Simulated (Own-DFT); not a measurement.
# Computed records: GaN (wurtzite, strained, atoms displaced)

A calculation, not a measurement: plane-wave PBE density functional theory by an unreviewed code, no spin, of a simulated periodic cell, stress positive in tension, free energy of the whole cell less one offset for each atom, forces on such cells passed a denser k mesh, this cell's mesh not checked; offsets are fitted by least squares, one for each functional and potential file, so energies compare only between cells with the same atoms and settings and are not formation energies; the far tail of each file's local potential was reset to the Coulomb form; each entry is a single point on an unrelaxed cell, so the pressure reflects the starting lattice, mostly measured values (interpolated for alloys), from which strain is counted, and rises with the displacements; printed positions are rounded, which can move forces by about a meV/angstrom; the program, named Own-DFT, is a retired in-house code; no spin-orbit coupling. Program: Own-DFT development build.

Common to all runs: functional PBE; potential files PseudoDojo norm-conserving, scalar-relativistic, standard set with the stringent files for Ga; wave cutoff 96 hartree; occupations Gaussian; smearing width 0.01 eV; k mesh 3 x 4 x 3 centred on Gamma.

(1) GaN (wurtzite, strained, atoms displaced)

```xyz
96
Lattice="12.7560 0.0000 0.0000 -4.7835 8.2853 0.0000 0.0000 0.0000 10.4478" Properties=species:S:1:pos:R:3 GaN
Ga     0.0311     1.7711    10.3856
Ga     1.6231     1.0050     2.6115
N      0.0245     1.8309     1.9035
N      1.6265     0.9942     4.6527
Ga    -0.0032     1.8094     5.2267
Ga     1.6285     0.8779     7.8596
N     -0.0347     1.8123     7.2199
N      1.5618     0.9502     9.8546
Ga    -1.6093     4.6577    10.3592
Ga     0.0057     3.7156     2.5400
N     -1.6365     4.6039     1.9078
N      0.0397     3.6031     4.5100
Ga    -1.6070     4.5734     5.2210
Ga     0.0931     3.7074     7.8618
N     -1.6176     4.6228     7.1471
N     -0.0450     3.7302     9.8437
Ga    -3.1618     7.3793     0.0375
Ga    -1.6318     6.4152     2.5850
N     -3.2225     7.4183     1.9589
N     -1.6072     6.3951     4.6542
Ga    -3.2396     7.3936     5.1650
Ga    -1.5297     6.4688     7.8360
N     -3.1888     7.2943     7.2969
N     -1.5088     6.4582     9.7404
Ga     3.1394     1.8555    10.4166
Ga     4.8258     0.8884     2.5800
N      3.0851     1.7987     1.9171
N      4.8278     0.9124     4.5351
Ga     3.2718     1.8254     5.2197
Ga     4.8327     0.9168     7.8167
N      3.2031     1.8642     7.1803
N      4.8575     0.8898     9.8337
Ga     1.6021     4.6440     0.0308
Ga     3.2028     3.6744     2.5736
N      1.5742     4.5805     1.8687
N      3.2450     3.6490     4.7265
Ga     1.6103     4.5846     5.1919
Ga     3.1862     3.6599     7.8420
N      1.5497     4.6150     7.1636
N      3.2188     3.6624     9.8738
Ga    -0.0596     7.3733    10.4092
Ga     1.5814     6.3783     2.6189
N     -0.0266     7.3024     2.0151
N      1.6627     6.3602     4.5697
Ga    -0.0268     7.3277     5.2082
Ga     1.5685     6.4500     7.8951
N      0.0914     7.3829     7.0969
N      1.6121     6.3489     9.7534
Ga     6.4211     1.8772    10.4270
Ga     7.9547     0.9734     2.5249
N      6.3535     1.8955     2.0408
N      8.0077     0.8940     4.6121
Ga     6.4537     1.9044     5.2549
Ga     7.9350     0.9676     7.8716
N      6.4146     1.8101     7.1898
N      7.9983     0.9196     9.7125
Ga     4.7183     4.5350    10.3807
Ga     6.3765     3.6751     2.6431
N      4.7948     4.5458     1.9948
N      6.4035     3.6799     4.4978
Ga     4.7600     4.6193     5.2189
Ga     6.4203     3.6590     7.9091
N      4.7994     4.6018     7.1797
N      6.3806     3.6718     9.7831
Ga     3.2264     7.3543    10.4250
Ga     4.7651     6.3591     2.7305
N      3.2338     7.4075     2.0125
N      4.7517     6.4907     4.6284
Ga     3.2609     7.4084     5.1911
Ga     4.8295     6.5099     7.8963
N      3.2534     7.3286     7.1682
N      4.6837     6.4120     9.8957
Ga     9.5454     1.7662     0.0552
Ga    11.0858     0.9365     2.5680
N      9.5776     1.8760     1.9471
N     11.1333     0.8160     4.5912
Ga     9.5489     1.8173     5.1487
Ga    11.1645     1.0430     7.8337
N      9.5090     1.7976     7.1840
N     11.1298     0.9523     9.8204
Ga     8.0226     4.5457    10.3983
Ga     9.5407     3.6686     2.5848
N      7.9963     4.6284     1.9801
N      9.5955     3.6998     4.5990
Ga     8.0247     4.6014     5.2882
Ga     9.5099     3.5906     7.8412
N      8.0104     4.5614     7.1546
N      9.4822     3.7534     9.8097
Ga     6.4185     7.3334     0.0324
Ga     7.9392     6.3906     2.6247
N      6.4781     7.2963     1.9371
N      7.9873     6.4825     4.5744
Ga     6.3561     7.3694     5.2236
Ga     7.9043     6.3283     7.7387
N      6.2662     7.3500     7.2155
N      7.9018     6.4557     9.7978
```

Results for GaN (wurtzite, strained, atoms displaced): free energy of cell above offsets -5.434 eV; pressure 5.52 GPa; stress xx -6.87 GPa; stress yy -6.04 GPa; stress zz -3.66 GPa; stress yz 0.17 GPa; stress xz 0.35 GPa; stress xy -0.09 GPa.

Force:
```csv
element,x (eV/Å),y (eV/Å),z (eV/Å)
Ga,-1.77,1.889,1.174
Ga,-1.937,-1.506,0.983
N,-0.994,0.264,0.612
N,0.037,-0.988,-0.994
Ga,-0.353,0.189,0.091
Ga,-0.541,-0.12,-0.381
N,1.503,0.742,-0.413
N,1.526,-1.142,-1.539
Ga,-0.376,-0.799,0.822
Ga,-0.735,-1.027,0.152
N,0.207,-0.053,0.067
N,-0.55,0.878,0.216
Ga,1.132,-0.17,0.218
Ga,-2.053,-0.395,-0.001
N,0.351,-0.819,1.197
N,1.06,-1.002,-0.746
Ga,-0.761,-0.54,-0.738
Ga,-0.437,0.257,0.816
N,0.468,-0.648,0.633
N,-0.37,0.715,-1.407
Ga,1.326,0.158,1.288
Ga,-0.383,-0.56,-1.303
N,-0.357,0.717,-1.324
N,-1.778,0.262,0.5
Ga,0.92,-0.671,0.495
Ga,-1.174,-0.068,0.291
N,2.997,1.228,0.036
N,0.318,-0.133,0.471
Ga,-0.251,-0.248,0.268
Ga,-0.545,-0.045,0.117
N,0.152,-1.001,0.712
N,-0.871,0.788,-0.563
Ga,-0.434,-1.271,-1.321
Ga,-0.451,-0.647,0.822
N,0.877,0.275,2.024
N,-0.798,0.293,-2.334
Ga,-0.242,-0.645,0.582
Ga,0.113,0.991,-0.295
N,1.352,0.04,0.201
N,-1.776,-0.472,-1.581
Ga,2.029,-0.292,1.301
Ga,0.47,0.818,0.055
N,0.473,0.554,-1.059
N,-0.526,1.234,-0.297
Ga,1.029,0.135,-0.888
Ga,1.412,-0.101,-1.922
N,-0.991,0.162,1.459
N,-0.259,2.153,1.245
Ga,-0.302,-0.739,0.718
Ga,0.037,-0.772,1.598
N,0.477,-0.819,-1.912
N,-0.814,1.11,-1.467
Ga,-0.657,-0.927,-0.717
Ga,0.915,-2.024,-1.729
N,-0.653,1.131,-0.024
N,-0.454,-0.025,2.466
Ga,1.889,1.439,1.465
Ga,0.486,0.859,-0.851
N,-0.282,0.532,-0.585
N,0.163,0.75,2.211
Ga,1.092,0.088,0.736
Ga,-1.002,0.279,-1.855
N,0.411,-0.128,0.894
N,-0.071,0.234,0.811
Ga,-1.719,0.395,0.908
Ga,0.569,0.991,-1.784
N,-0.571,-0.681,-0.703
N,1.308,-1.479,-0.661
Ga,-1.925,-0.697,1.409
Ga,-2.06,-1.639,0.368
N,-1.267,0.727,0.589
N,2.446,-0.478,-1.149
Ga,0.439,1.286,-1.323
Ga,2.202,-1.16,0.444
N,-0.851,-0.388,0.244
N,0.311,2.119,-0.914
Ga,0.735,0.353,1.091
Ga,-1.074,-1.934,0.487
N,0.607,0.554,-0.542
N,0.151,-0.652,-0.275
Ga,-2.541,2.498,1.683
Ga,0.479,1.043,0.592
N,-0.557,-1.262,-0.69
N,-0.62,-0.897,-0.904
Ga,-0.604,0.137,-1.867
Ga,1.545,1.039,-0.076
N,-0.913,-0.741,0.731
N,2.747,-2.305,-1.03
Ga,-1.281,0.243,-0.305
Ga,1.278,0.833,0.064
N,-2.431,1.096,0.902
N,-0.813,-0.968,0.368
Ga,0.196,-0.99,0.875
Ga,0.35,2.293,1.569
N,2.958,1.219,-0.846
N,1.63,-0.92,-0.761
```

(2) GaN (wurtzite, strained, atoms displaced)

```xyz
96
Lattice="12.7560 0.0000 0.0000 -4.7835 8.2853 0.0000 0.0000 0.0000 10.4478" Properties=species:S:1:pos:R:3 GaN
Ga     0.0267     1.8348     0.0198
Ga     1.6752     0.9089     2.6383
N     -0.0079     1.8590     1.9316
N      1.5987     0.9394     4.6438
Ga    -0.0138     1.8681     5.1795
Ga     1.6326     1.0373     7.8026
N      0.0713     1.8762     7.1622
N      1.5635     0.8934     9.8277
Ga    -1.6429     4.6184    10.4306
Ga    -0.0590     3.6947     2.6654
N     -1.5222     4.5702     1.9202
N     -0.0212     3.7188     4.5324
Ga    -1.5157     4.6162     5.2346
Ga    -0.0460     3.6445     7.7927
N     -1.5298     4.6359     7.1374
N      0.0136     3.6347     9.8128
Ga    -3.1884     7.4110    10.4374
Ga    -1.6180     6.4486     2.5835
N     -3.2249     7.3396     1.9604
N     -1.5323     6.3838     4.6364
Ga    -3.2002     7.3286     5.2870
Ga    -1.5810     6.4857     7.8384
N     -3.1929     7.2863     7.2652
N     -1.7072     6.4229     9.8175
Ga     3.2293     1.7282    10.4352
Ga     4.7611     0.8993     2.6083
N      3.2614     1.7504     1.9808
N      4.7414     0.9281     4.6136
Ga     3.1919     1.8723     5.2685
Ga     4.7725     0.9931     7.8634
N      3.2121     1.8907     7.0913
N      4.7988     0.9678     9.8360
Ga     1.5882     4.6361     0.0863
Ga     3.2009     3.7634     2.5348
N      1.6032     4.5634     1.9714
N      3.2080     3.6226     4.4680
Ga     1.6433     4.5694     5.1440
Ga     3.1398     3.6914     7.9596
N      1.5296     4.5915     7.2233
N      3.2777     3.6534     9.6949
Ga    -0.0380     7.4370     0.0118
Ga     1.6001     6.4097     2.5631
N     -0.0130     7.3723     1.9362
N      1.6002     6.5229     4.5181
Ga    -0.0409     7.3680     5.1372
Ga     1.6322     6.4605     7.8100
N      0.0287     7.2555     7.1541
N      1.5618     6.4819     9.7970
Ga     6.3547     1.9032     0.0405
Ga     8.0104     0.9243     2.5516
N      6.4247     1.8498     1.9740
N      7.9591     1.0066     4.6288
Ga     6.3627     1.8513     5.2364
Ga     7.9255     0.8188     7.9452
N      6.3418     1.7579     7.2141
N      7.9443     0.9430     9.8313
Ga     4.7562     4.5145    10.4138
Ga     6.3577     3.6095     2.6345
N      4.7724     4.5994     2.0147
N      6.4100     3.7147     4.6391
Ga     4.7068     4.6023     5.2384
Ga     6.3345     3.6218     7.8605
N      4.7440     4.6191     7.1559
N      6.2970     3.7185     9.7300
Ga     3.2525     7.4078    10.4117
Ga     4.8909     6.4066     2.5818
N      3.1825     7.3731     1.9579
N      4.7772     6.3711     4.6209
Ga     3.0853     7.3612     5.2647
Ga     4.7789     6.4704     7.8906
N      3.1694     7.4533     7.2384
N      4.8374     6.4792     9.7867
Ga     9.6074     1.8847    10.4025
Ga    11.1797     0.8608     2.5753
N      9.5747     1.7631     1.8549
N     11.1407     0.9214     4.5454
Ga     9.5082     1.7247     5.1805
Ga    11.1796     0.9697     7.8340
N      9.5856     1.8928     7.1383
N     11.1349     0.8933     9.8495
Ga     8.0155     4.6214    10.4085
Ga     9.5254     3.6924     2.6221
N      7.9561     4.5410     1.9895
N      9.5620     3.6748     4.5059
Ga     7.8692     4.5008     5.2102
Ga     9.6263     3.6913     7.9147
N      7.9087     4.7119     7.2078
N      9.6757     3.7191     9.8467
Ga     6.3919     7.3415    10.4052
Ga     7.9778     6.5047     2.6745
N      6.3770     7.3637     1.9836
N      7.8083     6.4305     4.4893
Ga     6.3657     7.3303     5.2596
Ga     7.9407     6.4312     7.9197
N      6.3804     7.2677     7.1924
N      8.0386     6.3219     9.7986
```

The calculation gives: free energy of cell above offsets -4.618 eV; pressure 5.83 GPa; stress xx -6.79 GPa; stress yy -5.62 GPa; stress zz -5.07 GPa; stress yz -0.05 GPa; stress xz -0.45 GPa; stress xy -0.21 GPa.

Force:
```csv
element,x (eV/Å),y (eV/Å),z (eV/Å)
Ga,-0.729,0.289,-0.003
Ga,-1.327,0.199,0.21
N,0.747,-0.519,1.185
N,0.011,-0.657,-0.703
Ga,-0.275,-0.385,0.094
Ga,-0.009,-1.936,0.29
N,-1.161,-0.807,-0.336
N,0.839,0.871,-1.058
Ga,2.848,0.486,0.925
Ga,0.774,-0.896,-1.358
N,-1.633,0.985,0.374
N,1.136,-0.613,0.797
Ga,-1.963,-0.912,-0.052
Ga,0.567,1.132,1.146
N,-1.142,-0.393,1.105
N,-0.026,0.873,-0.395
Ga,-0.728,-1.239,0.368
Ga,0.214,-0.756,0.405
N,0.626,0.591,0.063
N,-1.774,1.142,-1.685
Ga,-0.51,-0.299,-0.267
Ga,0.343,-0.843,0.169
N,-0.378,1.803,-0.761
N,1.865,0.834,-0.308
Ga,-1.396,1.543,0.77
Ga,1.631,-0.155,0.966
N,-1.228,1.861,-1.103
N,0.564,0.138,-0.799
Ga,-0.106,-0.333,-1.895
Ga,-0.425,-1.783,-0.621
N,-0.011,-0.067,2.817
N,0.371,-0.646,-0.904
Ga,-0.377,-0.319,-2.035
Ga,-0.108,-1.995,0.811
N,-0.564,0.33,0.272
N,-0.371,0.677,0.634
Ga,-0.392,0.633,0.993
Ga,0.01,0.709,-4.733
N,1.32,0.053,-1.038
N,-1.697,-0.706,4.566
Ga,0.126,-1.488,-0.586
Ga,0.226,0.927,0.057
N,0.083,-0.361,0.507
N,-0.689,-1.525,0.029
Ga,0.923,0.25,1.467
Ga,-0.933,-0.827,0.575
N,-0.359,2.099,0.082
N,0.592,-0.164,0.318
Ga,0.687,-0.068,-0.232
Ga,-0.043,-0.342,0.848
N,-1.045,-0.708,-0.059
N,-1.501,-2.189,-1.546
Ga,-0.365,-0.029,0.276
Ga,0.525,3.186,-0.837
N,0.92,1.033,-0.145
N,0.227,0.732,0.199
Ga,0.464,1.95,0.938
Ga,0.463,1.187,0.538
N,0.94,-0.35,-1.625
N,-3.415,-2.011,-1.468
Ga,0.755,-0.496,0.063
Ga,0.315,0.942,-1.68
N,-0.371,-0.321,1.06
N,1.796,-0.712,1.43
Ga,-0.901,-0.675,0.977
Ga,-1.786,0.651,1.164
N,0.595,-0.656,-0.229
N,-0.812,1.625,-0.735
Ga,1.929,0.718,-0.474
Ga,-0.008,-0.691,-1.326
N,0.586,-2.532,-1.022
N,-0.985,-1.087,0.6
Ga,-0.566,-0.597,0.389
Ga,-0.218,1.298,0.179
N,0.371,1.009,1.268
N,0.319,-0.433,0.24
Ga,1.946,2.44,0.734
Ga,-0.16,-0.864,-0.245
N,-0.365,-0.736,1.175
N,1.049,0.168,-1.227
Ga,-0.731,-1.875,1.456
Ga,0.959,-0.75,-0.656
N,-0.452,1.061,-0.941
N,0.182,-0.03,1.482
Ga,3.54,2.339,1.191
Ga,-0.73,0.663,-1.976
N,0.641,-2.773,-0.188
N,-2.555,-1.265,-1.086
Ga,0.837,-0.117,0.887
Ga,-0.348,-1.32,-1.595
N,0.695,-0.506,-1.33
N,2.383,-0.429,2.213
Ga,-0.761,0.412,-0.101
Ga,0.442,0.399,-0.982
N,-0.124,2.035,0.442
N,-0.828,2.915,0.604
```

(3) GaN (wurtzite, strained, atoms displaced)

```xyz
96
Lattice="12.7560 0.0000 0.0000 -4.7835 8.2853 0.0000 0.0000 0.0000 10.4478" Properties=species:S:1:pos:R:3 GaN
Ga    -0.0191     1.8316    10.4419
Ga     1.5241     0.9127     2.5558
N      0.0399     1.8973     2.0075
N      1.6198     0.8816     4.6597
Ga     0.0075     1.8856     5.2829
Ga     1.6136     0.8840     7.7721
N     -0.0449     1.8764     7.2070
N      1.5863     0.9441     9.8026
Ga    -1.6784     4.7054    10.4418
Ga     0.0629     3.6728     2.6100
N     -1.6166     4.6354     1.9925
N      0.0920     3.6789     4.5533
Ga    -1.6220     4.6128     5.2757
Ga    -0.0350     3.7197     7.7578
N     -1.5424     4.7071     7.1966
N      0.0192     3.7074     9.7574
Ga    -3.2326     7.2869    10.4284
Ga    -1.5833     6.4752     2.6816
N     -3.1092     7.3696     2.0258
N     -1.6326     6.4653     4.5856
Ga    -3.2040     7.3830     5.2268
Ga    -1.5769     6.4951     7.7391
N     -3.2138     7.4125     7.2009
N     -1.5858     6.4079     9.7798
Ga     3.2797     1.9199     0.0243
Ga     4.7956     0.9123     2.6015
N      3.2927     1.8830     1.8753
N      4.7506     0.8685     4.5794
Ga     3.1339     1.8311     5.2760
Ga     4.7880     0.9816     7.8973
N      3.2052     1.8371     7.2302
N      4.8151     0.9912     9.8610
Ga     1.5676     4.6091    10.3169
Ga     3.1871     3.7064     2.5825
N      1.5701     4.5445     2.0668
N      3.2370     3.7328     4.6775
Ga     1.5793     4.6089     5.1788
Ga     3.1517     3.5926     7.7796
N      1.5698     4.6102     7.2506
N      3.1037     3.6793     9.8302
Ga     0.0341     7.4056    10.3270
Ga     1.6549     6.4218     2.6004
N      0.0779     7.3881     1.9436
N      1.5502     6.4049     4.5348
Ga    -0.0203     7.3558     5.1098
Ga     1.5135     6.4693     7.8209
N     -0.0511     7.4110     7.1733
N      1.6331     6.4241     9.7936
Ga     6.3805     1.8463    10.3460
Ga     7.9107     0.9097     2.6419
N      6.3840     1.8099     2.0147
N      7.9873     0.9009     4.5285
Ga     6.2701     1.7962     5.2373
Ga     7.9327     0.8533     7.8065
N      6.4432     1.9092     7.2439
N      8.0022     0.9510     9.7442
Ga     4.8024     4.5281    10.4301
Ga     6.3665     3.6205     2.6149
N      4.7437     4.6806     1.9203
N      6.4386     3.6119     4.6009
Ga     4.8421     4.6177     5.2254
Ga     6.3724     3.7061     7.8513
N      4.7607     4.5946     7.2330
N      6.5401     3.6939     9.7550
Ga     3.1685     7.3395    10.3659
Ga     4.7838     6.4501     2.6221
N      3.1773     7.2955     2.0001
N      4.7626     6.4290     4.5488
Ga     3.1688     7.3682     5.1866
Ga     4.8129     6.4604     7.7788
N      3.3199     7.4532     7.1937
N      4.8328     6.4872     9.8432
Ga     9.5364     1.8567    10.3727
Ga    11.2047     0.8140     2.6531
N      9.5747     1.8625     2.0200
N     11.0655     1.0406     4.5997
Ga     9.5362     1.9014     5.2540
Ga    11.1281     0.9684     7.8691
N      9.4914     1.8221     7.2295
N     11.2276     1.0804     9.8039
Ga     7.9271     4.5825     0.0666
Ga     9.4609     3.5881     2.5625
N      7.9070     4.5887     2.0800
N      9.5539     3.7915     4.6090
Ga     7.9483     4.6890     5.2457
Ga     9.6324     3.5832     7.8705
N      7.9945     4.6678     7.1723
N      9.5262     3.6860     9.8674
Ga     6.3298     7.3685     0.0265
Ga     8.0029     6.4754     2.5433
N      6.3951     7.3862     2.0445
N      8.0020     6.4241     4.6499
Ga     6.3929     7.3890     5.2904
Ga     7.9644     6.4714     7.9038
N      6.3727     7.3229     7.1919
N      7.9672     6.4354     9.8443
```

It finds free energy of cell above offsets -5.037 eV; pressure 5.68 GPa; stress xx -6.47 GPa; stress yy -8.22 GPa; stress zz -2.35 GPa; stress yz -0.66 GPa; stress xz -0.78 GPa; stress xy -0.74 GPa.

Force:
```csv
element,x (eV/Å),y (eV/Å),z (eV/Å)
Ga,2.065,1.743,0.579
Ga,1.96,0.524,0.757
N,-1.13,-1.457,-0.783
N,-0.961,1.059,-1.267
Ga,-0.432,-0.42,-0.931
Ga,-0.818,1.281,1.762
N,0.436,-0.43,-0.139
N,0.716,-0.735,-0.059
Ga,1.452,-2.29,1.112
Ga,-2.215,0.578,0.267
N,-0.14,-0.396,-0.153
N,-1.731,-0.141,0.724
Ga,0.614,-0.009,-1.277
Ga,0.553,-0.301,1.536
N,-1.209,-1.516,-0.183
N,-1.324,-0.138,0.136
Ga,1.54,1.91,0.375
Ga,1.095,-0.905,-1.088
N,-1.358,0.106,-1.182
N,0.375,-0.339,0.658
Ga,-0.042,-0.702,0.375
Ga,-1.11,0.127,1.426
N,0.107,-1.138,-0.257
N,0.006,2.16,-0.956
Ga,-2.146,-1.09,-0.639
Ga,-0.262,-0.158,-0.091
N,-1.132,-0.358,2.203
N,-0.511,1.021,-0.168
Ga,1.05,0.555,-0.751
Ga,0.529,-0.346,-0.749
N,-0.114,-0.887,-0.565
N,-0.307,-0.831,-1.434
Ga,-0.625,-0.345,1.907
Ga,0.325,-0.352,0.77
N,1.186,1.369,-1.964
N,-0.37,-1.087,-1.035
Ga,0.865,0.119,1.013
Ga,-0.01,2.266,1.006
N,0.553,0.333,-1.194
N,2.149,0.304,-1.256
Ga,-0.641,-0.787,1.933
Ga,-1.343,-0.546,-0.296
N,-0.728,-0.485,-0.303
N,0.606,0.838,0.808
Ga,0.044,-0.446,1.068
Ga,1.276,-0.204,-0.431
N,1.261,0.771,-0.277
N,-0.775,0.86,-0.818
Ga,1.547,0.369,1.701
Ga,1.37,-0.524,-0.805
N,-0.238,0.571,-1.587
N,-0.784,0.377,1.54
Ga,1.632,0.283,0.194
Ga,0.219,1.948,0.598
N,-1.459,-1.175,-0.711
N,-0.78,-1.049,0.507
Ga,-0.139,1.06,-0.272
Ga,-0.928,0.639,0.622
N,0.93,-1.404,0.301
N,-0.887,0.699,-0.148
Ga,0.054,-0.371,0.24
Ga,0.976,0.903,-0.863
N,0.04,-0.032,-0.21
N,-3.119,-0.783,0.477
Ga,0.975,0.662,1.414
Ga,-0.072,0.09,-0.038
N,0.817,1.43,-1.261
N,0.679,0.364,0.785
Ga,0.128,-0.141,0.177
Ga,-0.299,-0.8,1.259
N,-2.114,-2.403,-1.095
N,-0.949,-1.119,-1.055
Ga,0.7,-0.05,1.825
Ga,-0.708,3.322,0.484
N,-0.153,-2.443,-1.408
N,1.909,-1.609,0.202
Ga,-0.892,0.563,-0.369
Ga,0.261,-0.745,-0.455
N,1.068,-0.035,-0.453
N,-2.331,-2.581,-0.303
Ga,1.486,0.868,0.599
Ga,1.875,2.21,1.504
N,0.245,0.632,-1.565
N,-0.212,-1.281,-0.286
Ga,0.372,-1.762,0.25
Ga,-1.118,2.322,-0.058
N,0.126,-0.726,1.092
N,0.284,0.567,-0.835
Ga,1.122,1.144,0.226
Ga,0.236,-0.734,1.698
N,0,-1.24,-1.471
N,-0.924,1.963,-1.59
Ga,-0.266,0.314,-1.287
Ga,0.321,-0.552,-0.731
N,0.624,1.354,0.703
N,-0.954,-0.18,0.282
```
